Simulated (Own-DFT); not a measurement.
# A change of arrangement and its cost: In48P48, 96 atoms

All numbers below are calculated, not measured. The program, named Own-DFT, is a retired in-house plane-wave density functional code that no person has reviewed. Each row is one single-point run on a periodic cell that was not relaxed, without spin or spin-orbit coupling.

Settings of every run: PBE; PseudoDojo norm-conserving scalar-relativistic files; cutoff 36 hartree; 2 x 3 x 3 k mesh centred on Gamma; Fermi-Dirac smearing of 0.1 eV.

Known limits, some of them of some rows only: not probed for a lower state with spin; forces on such cells failed a check on a denser k mesh; forces not confirmed at this smearing and k mesh; stress not checked against mesh or cutoff.

All cells hold the same atoms in the same cell, with vectors in Å (17.606, 0.000, 0.000); (0.000, 11.737, 0.000); (0.000, 0.000, 11.737). Every atom was moved at random from its ideal site; u is the rms move along one axis. The defect's site can differ from row to row. E is the free energy of the cell above the lowest run. The arrangements:

- A: zincblende InP
- B: zincblende InP, with one In on a P site and one P on an In site, 2.5 Å apart

| arrangement | u (Å) | E (eV) | P (GPa) |
|---|---|---|---|
| A | 0.0186 | 0.000 | 3.18 |
| A | 0.0199 | 0.133 | 3.20 |
| A | 0.0205 | 0.182 | 3.21 |
| A | 0.0500 | 2.981 | 3.58 |
| A | 0.0506 | 2.882 | 3.55 |
| A | 0.0527 | 3.428 | 3.62 |
| B | 0.0287 | 4.933 | 3.54 |
| B | 0.0288 | 4.835 | 3.53 |
| B | 0.0310 | 5.204 | 3.57 |
| B | 0.0474 | 6.969 | 3.80 |
| B | 0.0491 | 6.853 | 3.82 |
| B | 0.0495 | 7.044 | 3.83 |

Question: once the cost of the random moves is taken out, how do the arrangements rank?

## Worked answer

Fit E = a + b u², with one b for all and one a for each arrangement, and with residuals divided by u², since the noise grows with the moves. Then b = 1351 eV/Å², the scatter at u = 0.04 Å is 0.14 eV, and against A:

- B: 4.22 ± 0.05 eV (higher)

These are energies of unrelaxed cells. Relaxing the atoms lowers the strained arrangements most, so the gaps would shrink and small ones could change sign.
